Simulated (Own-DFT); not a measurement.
W$_{31}$C$_{32}$ (WC crystal with one vacancy, atoms displaced), Ti$_{19}$Si$_{40}$ (C49 TiSi2 crystal with one vacancy, atoms displaced) (calculated)

Computed with Own-DFT development build. A calculation, not a measurement: plane-wave density functional theory by an unreviewed code, no spin, of a simulated periodic cell, stress positive in tension, run twice, with PBE and with PBEsol, both on files made for PBE, so the change isn't that of files made for PBEsol, forces on such cells moved up to 12 meV/angstrom on a denser k mesh; the far tail of each file's local potential was reset to the Coulomb form; each entry is a single point on an unrelaxed cell, so the pressure reflects the starting lattice, taken from the Materials Project, from which strain is counted, and rises with the displacements; printed positions are rounded, which can move forces by about a meV/angstrom; the program, named Own-DFT, is a retired in-house code; no spin-orbit coupling; stress was not checked against mesh or cutoff.

Settings shared by all entries: functional PBE, then PBEsol; potential files PseudoDojo norm-conserving, scalar-relativistic, standard set; occupations cold (Marzari-Vanderbilt); smearing width 0.2 eV; k mesh 4 x 4 x 4 centred on Gamma.

(1) W$_{31}$C$_{32}$ (WC crystal with one vacancy, atoms displaced)

```
CELL_PARAMETERS angstrom
5.83320 -5.05170 -2.83940
0.00000 -5.05170 8.51830
-5.83320 -5.05170 -2.83940
ATOMIC_POSITIONS crystal
W 0.69136 0.87884 0.93523
C 0.69102 0.95641 0.69200
W 0.39388 0.75332 0.87103
C 0.37808 0.83583 0.62436
W 0.17962 0.36783 0.93326
C 0.18886 0.45759 0.68506
W 0.07164 0.62475 0.80106
C 0.05253 0.70256 0.56146
W 0.93051 0.87477 0.68352
C 0.93409 0.96262 0.44767
W 0.87743 0.24820 0.87208
C 0.87385 0.33553 0.60938
W 0.74781 0.50702 0.74805
C 0.75357 0.57593 0.49752
W 0.63522 0.75407 0.62723
C 0.62009 0.83402 0.37256
W 0.56517 0.12021 0.80327
C 0.55685 0.20009 0.55907
W 0.43349 0.37484 0.69061
C 0.44597 0.46057 0.43990
C 0.30996 0.72067 0.30664
W 0.18315 0.87217 0.45384
C 0.18151 0.96032 0.18518
W 0.25116 0.00404 0.75010
C 0.25614 0.08342 0.49545
W 0.11468 0.24326 0.62347
C 0.12497 0.34224 0.36698
W 0.00055 0.50107 0.49457
C 0.99991 0.57725 0.25582
W 0.87060 0.74938 0.37144
C 0.88225 0.82853 0.13681
W 0.81052 0.12264 0.56273
C 0.81254 0.20498 0.30822
W 0.69186 0.36313 0.44342
C 0.68988 0.46184 0.18076
W 0.56646 0.61398 0.31751
C 0.56436 0.71614 0.05091
W 0.44431 0.86967 0.18514
C 0.43354 0.96409 0.93013
W 0.49425 0.00707 0.49538
C 0.51193 0.08674 0.26066
W 0.38150 0.25052 0.36741
C 0.37962 0.32976 0.12151
W 0.24322 0.50499 0.24553
C 0.25979 0.58561 0.00427
W 0.12757 0.74565 0.12980
C 0.12924 0.83205 0.87997
W 0.05997 0.12904 0.31090
C 0.05870 0.20878 0.06497
W 0.93569 0.37285 0.18668
C 0.92778 0.45722 0.94186
W 0.80341 0.62125 0.05293
C 0.82009 0.71431 0.81570
W 0.74688 0.00306 0.25322
C 0.74377 0.07897 0.99963
W 0.62597 0.24703 0.12604
C 0.63226 0.33479 0.86786
W 0.49805 0.50050 0.00747
C 0.50240 0.58106 0.74852
W 0.30908 0.12167 0.06293
C 0.30597 0.20798 0.81357
W 0.00191 0.00664 0.99689
C 0.00324 0.07809 0.74942
```

* wave cutoff: 50 hartree
* PBE pressure: 4.17 GPa
* PBE stress xx: -4.61 GPa
* PBE stress yy: -4.47 GPa
* PBE stress zz: -3.43 GPa
* PBE stress yz: -0.99 GPa
* PBE stress xz: -0.36 GPa
* PBE stress xy: 0.33 GPa
* PBEsol pressure: -3.65 GPa
* PBEsol stress xx: 3.09 GPa
* PBEsol stress yy: 3.19 GPa
* PBEsol stress zz: 4.67 GPa
* PBEsol stress yz: -0.98 GPa
* PBEsol stress xz: -0.36 GPa
* PBEsol stress xy: 0.33 GPa
* rms change of force components from PBE to PBEsol: 0.028 eV/Å

Force:
| force element | PBE force x (eV/Å) | PBE force y (eV/Å) | PBE force z (eV/Å) | PBEsol force x (eV/Å) | PBEsol force y (eV/Å) | PBEsol force z (eV/Å) |
| --- | --- | --- | --- | --- | --- | --- |
| W | -0.688 | -0.26 | -1.195 | -0.679 | -0.224 | -1.174 |
| C | 0.332 | 0.766 | 0.973 | 0.329 | 0.746 | 0.958 |
| W | -1.559 | 3.463 | 0.942 | -1.573 | 3.393 | 0.923 |
| C | 0.043 | -1.23 | 0.669 | 0.044 | -1.28 | 0.716 |
| W | 0.632 | -2.102 | 1.466 | 0.629 | -2.07 | 1.437 |
| C | -1.148 | 0.982 | -1.147 | -1.188 | 0.999 | -1.184 |
| W | -1.207 | -0.505 | -0.31 | -1.239 | -0.494 | -0.289 |
| C | -0.491 | -0.313 | 1.532 | -0.545 | -0.274 | 1.564 |
| W | 0.694 | -2.02 | -1.917 | 0.677 | -1.981 | -1.883 |
| C | 1.402 | 1.221 | -0.006 | 1.375 | 1.205 | -0.004 |
| W | -0.964 | 0.67 | 1.003 | -0.95 | 0.651 | 0.973 |
| C | -1.206 | -1.365 | -1.791 | -1.186 | -1.338 | -1.777 |
| W | 0.102 | 0.673 | -1.841 | 0.099 | 0.667 | -1.814 |
| C | -0.291 | -0.154 | 0.998 | -0.281 | -0.155 | 0.99 |
| W | -1.331 | 3.09 | 0.525 | -1.292 | 3.017 | 0.504 |
| C | 0.13 | -0.585 | -0.932 | 0.145 | -0.587 | -0.915 |
| W | -2.122 | -1.912 | 1.379 | -2.089 | -1.882 | 1.345 |
| C | 0.132 | -1.58 | 1.25 | 0.142 | -1.554 | 1.235 |
| W | 1.063 | 0.235 | 1.821 | 1.059 | 0.229 | 1.723 |
| C | 0.205 | 1.392 | -0.905 | 0.256 | 1.399 | -0.951 |
| C | 0.509 | 0.518 | -1.376 | 0.554 | 0.546 | -1.297 |
| W | 3.132 | 1.331 | -0.662 | 3.092 | 1.308 | -0.573 |
| C | -0.057 | -0.669 | -0.924 | -0.049 | -0.654 | -0.903 |
| W | 0.419 | 0.926 | -1.536 | 0.418 | 0.911 | -1.513 |
| C | -1.354 | 0.578 | 0.71 | -1.342 | 0.565 | 0.693 |
| W | 1.913 | -2.268 | 1.469 | 1.873 | -2.243 | 1.443 |
| C | -0.292 | 0.312 | -1.531 | -0.292 | 0.334 | -1.499 |
| W | -0.611 | -1.266 | -1.291 | -0.611 | -1.204 | -1.27 |
| C | 0.674 | 0.696 | 1.613 | 0.665 | 0.689 | 1.585 |
| W | -0.469 | -1.041 | -0.982 | -0.466 | -1.045 | -0.988 |
| C | 0.789 | 1.2 | 2.004 | 0.777 | 1.184 | 1.979 |
| W | 0.253 | -0.479 | 0.083 | 0.251 | -0.477 | 0.086 |
| C | -0.385 | -0.489 | 0.091 | -0.387 | -0.481 | 0.086 |
| W | 0.312 | 0.934 | 3.984 | 0.312 | 0.916 | 3.946 |
| C | -1.131 | 0.132 | -1.262 | -1.114 | 0.138 | -1.241 |
| W | -1.193 | 0.291 | 2.514 | -1.122 | 0.266 | 2.488 |
| C | -0.77 | -0.516 | -1.886 | -0.754 | -0.502 | -1.86 |
| W | -1.667 | 0.015 | 2.047 | -1.641 | 0.01 | 2.017 |
| C | 0.05 | -0.724 | -1.306 | 0.06 | -0.711 | -1.285 |
| W | -0.255 | 0.281 | -4.226 | -0.245 | 0.264 | -4.166 |
| C | 0.201 | 2.55 | 1.041 | 0.197 | 2.5 | 1.031 |
| W | -2.138 | -0.475 | 1.364 | -2.103 | -0.466 | 1.316 |
| C | -0.572 | 0.331 | 0.456 | -0.566 | 0.325 | 0.441 |
| W | 1.157 | -2.327 | -2.467 | 1.143 | -2.257 | -2.433 |
| C | -0.289 | 1.481 | 0.77 | -0.296 | 1.447 | 0.757 |
| W | 0.561 | 0.263 | 2.465 | 0.544 | 0.247 | 2.425 |
| C | 0.332 | 0.218 | 0.109 | 0.319 | 0.209 | 0.112 |
| W | 0.159 | -0.127 | -1.927 | 0.152 | -0.115 | -1.888 |
| C | 0.585 | 0.223 | -0.106 | 0.582 | 0.224 | -0.107 |
| W | 0.088 | 0.091 | 0.939 | 0.093 | 0.09 | 0.923 |
| C | 1.82 | -0.034 | 0.03 | 1.789 | -0.022 | 0.026 |
| W | 0.295 | -3.536 | -0.268 | 0.282 | -3.482 | -0.274 |
| C | 0.196 | 1.132 | -0.547 | 0.193 | 1.133 | -0.535 |
| W | 1.746 | 0.251 | -1.958 | 1.718 | 0.246 | -1.922 |
| C | 0.676 | -1.116 | 0.646 | 0.672 | -1.102 | 0.638 |
| W | 1.061 | 0.45 | 1.386 | 1.033 | 0.433 | 1.357 |
| C | -1.148 | 0.468 | -0.204 | -1.134 | 0.461 | -0.2 |
| W | 2.315 | 1.205 | 0.231 | 2.308 | 1.174 | 0.235 |
| C | -0.29 | -1.425 | -0.548 | -0.283 | -1.475 | -0.599 |
| W | 0.705 | -0.97 | 0.212 | 0.693 | -0.947 | 0.23 |
| C | 0.684 | -0.038 | -0.041 | 0.665 | -0.029 | -0.037 |
| W | -1.308 | 1.064 | -2.802 | -1.291 | 1.043 | -2.764 |
| C | -0.43 | 0.093 | 1.17 | -0.422 | 0.086 | 1.164 |

(2) W$_{31}$C$_{32}$ (WC crystal with one vacancy, atoms displaced)

```
CELL_PARAMETERS angstrom
5.83320 -5.05170 -2.83940
0.00000 -5.05170 8.51830
-5.83320 -5.05170 -2.83940
ATOMIC_POSITIONS crystal
W 0.69130 0.87502 0.94435
C 0.68079 0.96396 0.68154
W 0.37380 0.74572 0.87505
C 0.38692 0.83403 0.61681
W 0.19098 0.36872 0.94007
C 0.18773 0.45355 0.68829
W 0.06458 0.62860 0.82455
C 0.06505 0.70645 0.56864
W 0.92946 0.87305 0.68972
C 0.95045 0.96266 0.43592
W 0.87801 0.24410 0.86882
C 0.87068 0.33677 0.62111
W 0.75677 0.50494 0.74736
C 0.74776 0.58411 0.50043
W 0.61679 0.74976 0.62065
C 0.62754 0.83158 0.38147
C 0.57019 0.21559 0.55968
W 0.44179 0.37217 0.68116
C 0.43542 0.46858 0.43500
W 0.30977 0.62346 0.55922
C 0.31007 0.70523 0.31057
W 0.18262 0.86931 0.45517
C 0.18251 0.96445 0.18203
W 0.25493 0.99593 0.76244
C 0.25522 0.08945 0.49070
W 0.12354 0.24423 0.61631
C 0.12860 0.33633 0.38040
W 0.00216 0.49688 0.50055
C 0.99776 0.58537 0.24279
W 0.88351 0.75437 0.37617
C 0.86802 0.83587 0.12757
W 0.81501 0.12283 0.57080
C 0.81416 0.21669 0.31767
W 0.69090 0.37172 0.44230
C 0.69471 0.46116 0.18160
W 0.56061 0.62271 0.32918
C 0.56470 0.71081 0.06548
W 0.43957 0.87219 0.18467
C 0.43889 0.95056 0.93955
W 0.51365 0.98706 0.49709
C 0.50850 0.08319 0.25178
W 0.37431 0.24584 0.38278
C 0.37738 0.34448 0.11914
W 0.26015 0.49311 0.25775
C 0.24880 0.58581 0.99463
W 0.12193 0.74420 0.11793
C 0.12690 0.83826 0.87241
W 0.06563 0.12067 0.31426
C 0.05397 0.20943 0.06043
W 0.93647 0.38037 0.18458
C 0.93090 0.46200 0.93964
W 0.80111 0.62498 0.06134
C 0.80756 0.71820 0.80881
W 0.75161 0.99586 0.24416
C 0.74866 0.08121 0.99930
W 0.63123 0.24251 0.12082
C 0.62512 0.32142 0.86567
W 0.50268 0.50338 0.99673
C 0.50537 0.58753 0.76000
W 0.30824 0.13490 0.06516
C 0.31983 0.20185 0.80426
W 0.00467 0.00426 0.99414
C 0.00273 0.08670 0.75136
```

* wave cutoff: 50 hartree
* PBE pressure: 4.5 GPa
* PBE stress xx: -5.07 GPa
* PBE stress yy: -4.12 GPa
* PBE stress zz: -4.31 GPa
* PBE stress yz: -0.03 GPa
* PBE stress xz: -1.08 GPa
* PBE stress xy: 0.15 GPa
* PBEsol pressure: -3.33 GPa
* PBEsol stress xx: 2.62 GPa
* PBEsol stress yy: 3.57 GPa
* PBEsol stress zz: 3.8 GPa
* PBEsol stress yz: -0.03 GPa
* PBEsol stress xz: -1.07 GPa
* PBEsol stress xy: 0.14 GPa
* rms change of force components from PBE to PBEsol: 0.029 eV/Å

Force:
| force element | PBE force x (eV/Å) | PBE force y (eV/Å) | PBE force z (eV/Å) | PBEsol force x (eV/Å) | PBEsol force y (eV/Å) | PBEsol force z (eV/Å) |
| --- | --- | --- | --- | --- | --- | --- |
| W | 0.001 | 1.89 | 3.243 | -0.011 | 1.861 | 3.11 |
| C | 0.702 | -0.237 | -2.055 | 0.759 | -0.2 | -2.082 |
| W | 0.406 | -1.396 | 0.973 | 0.394 | -1.383 | 0.96 |
| C | -2.815 | 0.939 | 0.108 | -2.776 | 0.945 | 0.104 |
| W | 0.61 | 0.701 | 2.555 | 0.593 | 0.677 | 2.513 |
| C | 0.051 | -0.24 | 0.269 | 0.061 | -0.229 | 0.267 |
| W | 1.381 | 3.244 | 0.093 | 1.363 | 3.191 | 0.094 |
| C | -0.489 | 0.487 | 0.187 | -0.473 | 0.478 | 0.192 |
| W | 1.243 | -1.238 | 0.528 | 1.242 | -1.239 | 0.516 |
| C | -1.967 | 1.095 | -0.205 | -1.945 | 1.087 | -0.208 |
| W | -2.245 | -0.278 | 2.055 | -2.186 | -0.299 | 2.006 |
| C | 0.368 | -0.782 | -1.229 | 0.372 | -0.767 | -1.213 |
| W | -1.85 | 1.013 | -0.984 | -1.83 | 1.008 | -0.969 |
| C | 0.436 | -0.751 | -0.25 | 0.419 | -0.739 | -0.25 |
| W | 0.737 | -3.045 | -2.549 | 0.737 | -3 | -2.507 |
| C | 1.351 | 0.957 | 0.002 | 1.33 | 0.944 | -0.001 |
| C | 0.384 | 1.471 | -0.242 | 0.423 | 1.461 | -0.186 |
| W | -1.736 | -1.009 | -1.729 | -1.71 | -0.986 | -1.639 |
| C | -0.599 | 0.024 | -3.06 | -0.601 | 0.025 | -3.016 |
| W | -1.238 | -1.237 | -1.003 | -1.201 | -1.215 | -0.981 |
| C | -0.206 | -0.332 | 0.343 | -0.21 | -0.335 | 0.323 |
| W | 4.203 | 0.208 | 2.068 | 4.144 | 0.215 | 2.036 |
| C | 0.424 | -0.297 | -1.506 | 0.424 | -0.29 | -1.47 |
| W | 2.579 | -0.53 | 1.956 | 2.538 | -0.474 | 1.928 |
| C | -1.274 | 0.415 | -2.625 | -1.266 | 0.425 | -2.574 |
| W | -1.001 | -2.922 | -0.201 | -0.975 | -2.887 | -0.193 |
| C | 0.404 | 1.022 | 0.18 | 0.394 | 0.994 | 0.174 |
| W | 0.002 | -0.518 | 1.083 | 0.004 | -0.505 | 1.059 |
| C | -0.425 | -0.622 | -0.571 | -0.419 | -0.608 | -0.559 |
| W | -0.9 | 1.685 | -0.909 | -0.887 | 1.664 | -0.892 |
| C | 1.299 | -0.175 | -1.039 | 1.276 | -0.167 | -1.021 |
| W | 0.134 | 1.775 | 1.385 | 0.177 | 1.725 | 1.372 |
| C | 0.69 | 1.011 | -1.041 | 0.678 | 0.998 | -1.02 |
| W | 0.602 | 0.68 | 1.704 | 0.59 | 0.653 | 1.674 |
| C | -1.733 | 0.711 | -0.532 | -1.697 | 0.696 | -0.521 |
| W | 3.879 | 1.523 | 2.104 | 3.818 | 1.5 | 2.082 |
| C | -0.748 | 0.547 | 0.058 | -0.73 | 0.544 | 0.068 |
| W | -1.289 | 0.118 | 0.864 | -1.249 | 0.1 | 0.841 |
| C | -1.194 | 0.012 | -0.304 | -1.232 | 0.045 | -0.354 |
| W | -1.994 | -1.53 | 5.162 | -1.973 | -1.474 | 5.085 |
| C | -0.444 | 0.949 | 0.493 | -0.436 | 0.931 | 0.486 |
| W | 2.766 | -0.731 | 0.542 | 2.71 | -0.726 | 0.545 |
| C | -0.18 | 0.181 | -2.438 | -0.187 | 0.189 | -2.401 |
| W | -0.278 | 1.958 | 3.916 | -0.287 | 1.924 | 3.869 |
| C | -0.294 | -0.546 | -1.414 | -0.283 | -0.537 | -1.384 |
| W | -1.18 | -2.701 | 0.783 | -1.161 | -2.655 | 0.772 |
| C | -0.762 | 0.56 | -1.063 | -0.76 | 0.554 | -1.059 |
| W | 0.189 | 0.128 | 2.094 | 0.186 | 0.11 | 2.06 |
| C | 0.531 | -1.195 | -0.324 | 0.54 | -1.176 | -0.321 |
| W | -0.234 | 0.067 | -1.885 | -0.242 | 0.069 | -1.859 |
| C | 1.076 | -0.003 | -0.629 | 1.056 | -0.011 | -0.614 |
| W | 1.585 | -2.201 | -0.626 | 1.583 | -2.175 | -0.636 |
| C | -0.362 | 0.289 | -1.565 | -0.36 | 0.286 | -1.542 |
| W | -0.62 | -2.243 | 0.689 | -0.618 | -2.193 | 0.679 |
| C | 0.434 | -1.298 | -0.842 | 0.427 | -1.345 | -0.878 |
| W | 0.199 | 0.017 | 1.78 | 0.168 | -0.012 | 1.741 |
| C | -0.063 | -1.89 | 1.491 | -0.054 | -1.91 | 1.524 |
| W | 0.002 | 0.271 | -1.861 | 0.001 | 0.266 | -1.829 |
| C | 1.004 | 1.787 | -0.189 | 0.991 | 1.756 | -0.187 |
| W | 1.656 | 0.881 | -3.126 | 1.592 | 0.874 | -3.085 |
| C | -1.729 | 0.065 | 1.129 | -1.766 | 0.088 | 1.169 |
| W | -2.064 | 0.575 | -1.268 | -2.036 | 0.576 | -1.246 |
| C | 0.583 | 0.695 | -0.574 | 0.57 | 0.681 | -0.556 |

(3) Ti$_{19}$Si$_{40}$ (C49 TiSi2 crystal with one vacancy, atoms displaced)

```
CELL_PARAMETERS angstrom
5.29530 -6.75930 3.56520
7.06040 0.00000 -7.13030
5.29530 6.75930 3.56520
ATOMIC_POSITIONS crystal
Ti 0.94339 0.92048 0.15293
Ti 0.84811 0.87964 0.64460
Si 0.61526 0.93157 0.49229
Si 0.20598 0.87994 0.29863
Si 0.90562 0.02764 0.38544
Si 0.90390 0.76879 0.40442
Ti 0.92615 0.43056 0.16366
Ti 0.86658 0.35790 0.64456
Si 0.61245 0.42788 0.49992
Si 0.18630 0.36757 0.29718
Si 0.90021 0.53077 0.39418
Si 0.91039 0.27266 0.40672
Ti 0.73362 0.73699 0.93376
Ti 0.64448 0.69014 0.43131
Si 0.42849 0.70732 0.29685
Si 0.99946 0.69192 0.09990
Si 0.70237 0.82009 0.20231
Si 0.70463 0.58897 0.20343
Ti 0.46451 0.97028 0.24645
Si 0.21129 0.01564 0.10477
Si 0.78604 0.98654 0.91221
Si 0.48835 0.12541 0.00119
Si 0.49746 0.86313 0.00904
Ti 0.75932 0.22967 0.95030
Ti 0.65025 0.17041 0.43479
Si 0.41099 0.21896 0.29305
Si 0.98542 0.18861 0.10817
Si 0.70197 0.32831 0.19035
Si 0.70819 0.08235 0.20752
Ti 0.54221 0.53927 0.74163
Ti 0.46608 0.47288 0.25935
Si 0.20680 0.54541 0.08363
Si 0.80270 0.48376 0.90104
Si 0.51513 0.63030 0.00751
Si 0.51087 0.36042 0.01125
Ti 0.33689 0.82559 0.53679
Ti 0.26769 0.76903 0.04950
Si 0.00395 0.82146 0.88191
Si 0.59372 0.78956 0.70061
Si 0.30288 0.94203 0.78939
Si 0.31183 0.68343 0.78955
Ti 0.34639 0.31895 0.55458
Ti 0.25295 0.26732 0.05882
Si 0.01847 0.31899 0.89036
Si 0.59980 0.27882 0.70463
Si 0.29736 0.42706 0.80597
Si 0.30992 0.17794 0.79467
Ti 0.15796 0.62339 0.35010
Ti 0.04314 0.56492 0.84318
Si 0.80011 0.62352 0.69113
Si 0.39721 0.56625 0.50335
Si 0.10144 0.72775 0.59283
Si 0.09223 0.47234 0.58939
Ti 0.15347 0.10663 0.35523
Ti 0.05005 0.07752 0.84119
Si 0.80480 0.12699 0.68741
Si 0.38406 0.08514 0.51471
Si 0.10649 0.22870 0.61033
Si 0.08260 0.97118 0.58491
```

* wave cutoff: 42 hartree
* PBE pressure: 4.74 GPa
* PBE stress xx: -4.49 GPa
* PBE stress yy: -4.46 GPa
* PBE stress zz: -5.27 GPa
* PBE stress yz: -0.62 GPa
* PBE stress xz: -0.03 GPa
* PBE stress xy: 0.01 GPa
* PBEsol pressure: 1.53 GPa
* PBEsol stress xx: -1.17 GPa
* PBEsol stress yy: -1.01 GPa
* PBEsol stress zz: -2.4 GPa
* PBEsol stress yz: -0.66 GPa
* PBEsol stress xz: -0.04 GPa
* PBEsol stress xy: 0.01 GPa
* rms change of force components from PBE to PBEsol: 0.027 eV/Å

Force:
| force element | PBE force x (eV/Å) | PBE force y (eV/Å) | PBE force z (eV/Å) | PBEsol force x (eV/Å) | PBEsol force y (eV/Å) | PBEsol force z (eV/Å) |
| --- | --- | --- | --- | --- | --- | --- |
| Ti | 1.416 | -0.969 | -0.727 | 1.418 | -0.975 | -0.719 |
| Ti | -0.292 | -0.298 | 0.597 | -0.3 | -0.301 | 0.608 |
| Si | -0.761 | 0.384 | -0.834 | -0.772 | 0.286 | -0.854 |
| Si | -1.658 | 1.319 | 2.642 | -1.635 | 1.387 | 2.682 |
| Si | -0.099 | 1.019 | 0.321 | -0.11 | 0.999 | 0.327 |
| Si | 0.116 | -0.275 | -0.906 | 0.121 | -0.267 | -0.934 |
| Ti | 0.717 | -3.483 | 0.158 | 0.703 | -3.473 | 0.162 |
| Ti | 1.263 | 1.258 | -1.833 | 1.263 | 1.26 | -1.805 |
| Si | -0.129 | -1.214 | 0.253 | -0.126 | -1.279 | 0.238 |
| Si | 0.902 | 0.099 | -0.228 | 0.883 | 0.137 | -0.228 |
| Si | -0.078 | 0.639 | 0.598 | -0.111 | 0.624 | 0.604 |
| Si | -0.603 | -0.187 | -0.28 | -0.599 | -0.18 | -0.298 |
| Ti | 1.841 | -0.098 | 1.953 | 1.82 | -0.113 | 1.977 |
| Ti | 1.884 | 0.484 | 3.243 | 1.857 | 0.482 | 3.215 |
| Si | -0.877 | 0.399 | -3.637 | -0.867 | 0.354 | -3.634 |
| Si | -1.318 | 1.133 | 1.218 | -1.292 | 1.209 | 1.214 |
| Si | 0.914 | -0.75 | -1.362 | 0.94 | -0.731 | -1.381 |
| Si | -1.319 | -0.097 | 0.662 | -1.329 | -0.091 | 0.698 |
| Ti | -0.207 | 0.541 | -0.186 | -0.217 | 0.559 | -0.186 |
| Si | -0.604 | -1.701 | -3.018 | -0.59 | -1.755 | -3.046 |
| Si | -1.283 | 0.011 | 0.191 | -1.246 | 0.045 | 0.219 |
| Si | 0.029 | -0.952 | 0.962 | 0.049 | -0.903 | 0.995 |
| Si | 0.813 | -1.216 | -1.559 | 0.818 | -1.178 | -1.545 |
| Ti | -0.745 | 0.896 | -0.818 | -0.721 | 0.873 | -0.808 |
| Ti | 2.311 | 0.629 | -0.17 | 2.289 | 0.617 | -0.174 |
| Si | 0.001 | -0.009 | -0.658 | 0.002 | -0.067 | -0.644 |
| Si | -0.12 | -0.052 | 1.945 | -0.117 | -0.006 | 1.947 |
| Si | 0.667 | 0.945 | 0.703 | 0.716 | 0.933 | 0.707 |
| Si | -1.764 | -0.607 | -0.321 | -1.787 | -0.591 | -0.323 |
| Ti | 0.313 | 0.041 | 1.784 | 0.31 | 0.008 | 1.768 |
| Ti | -2.035 | -0.374 | -0.396 | -2.001 | -0.351 | -0.402 |
| Si | -1.353 | -0.053 | 2.784 | -1.325 | -0.105 | 2.782 |
| Si | -0.937 | 1.184 | 0.761 | -0.913 | 1.233 | 0.788 |
| Si | -2.038 | 0.25 | 0.335 | -2.06 | 0.246 | 0.331 |
| Si | -0.315 | -0.045 | -1.793 | -0.314 | -0.041 | -1.811 |
| Ti | 1.828 | 0.087 | 0.86 | 1.797 | 0.073 | 0.859 |
| Ti | 0.196 | 0.459 | -1.645 | 0.207 | 0.483 | -1.626 |
| Si | 0.711 | -0.479 | -0.73 | 0.688 | -0.531 | -0.76 |
| Si | -0.461 | 0.938 | -0.679 | -0.472 | 0.985 | -0.635 |
| Si | -0.654 | 0.032 | 0.897 | -0.695 | 0.061 | 0.898 |
| Si | -0.217 | 0.979 | -0.033 | -0.202 | 0.953 | -0.026 |
| Ti | 0.895 | -0.465 | -1.162 | 0.887 | -0.475 | -1.169 |
| Ti | -0.067 | -0.734 | -1.167 | -0.073 | -0.721 | -1.154 |
| Si | 0.106 | -0.162 | -0.544 | 0.087 | -0.212 | -0.556 |
| Si | -0.599 | 1.26 | 0.425 | -0.568 | 1.317 | 0.413 |
| Si | 0.209 | -0.268 | -0.276 | 0.204 | -0.264 | -0.285 |
| Si | 0.233 | 0.105 | 0.51 | 0.237 | 0.119 | 0.457 |
| Ti | -0.56 | 0.666 | -0.497 | -0.554 | 0.649 | -0.501 |
| Ti | 1.681 | -1.057 | -0.637 | 1.657 | -1.021 | -0.641 |
| Si | -0.425 | -0.939 | -0.9 | -0.418 | -0.988 | -0.919 |
| Si | 0.343 | 1.201 | -0.545 | 0.331 | 1.259 | -0.55 |
| Si | -0.001 | 0.53 | 0.724 | 0 | 0.515 | 0.738 |
| Si | 1.082 | -0.245 | 0.343 | 1.091 | -0.239 | 0.35 |
| Ti | 0.991 | -0.147 | -2.372 | 0.97 | -0.171 | -2.351 |
| Ti | 0.167 | 0.046 | 0.951 | 0.167 | 0.063 | 0.913 |
| Si | -0.521 | 0.048 | 0.719 | -0.494 | -0.047 | 0.73 |
| Si | -0.155 | -0.103 | 2.354 | -0.175 | -0.067 | 2.32 |
| Si | -1.157 | -0.622 | 0.341 | -1.166 | -0.603 | 0.354 |
| Si | 1.717 | 0.019 | 0.678 | 1.736 | 0.016 | 0.672 |
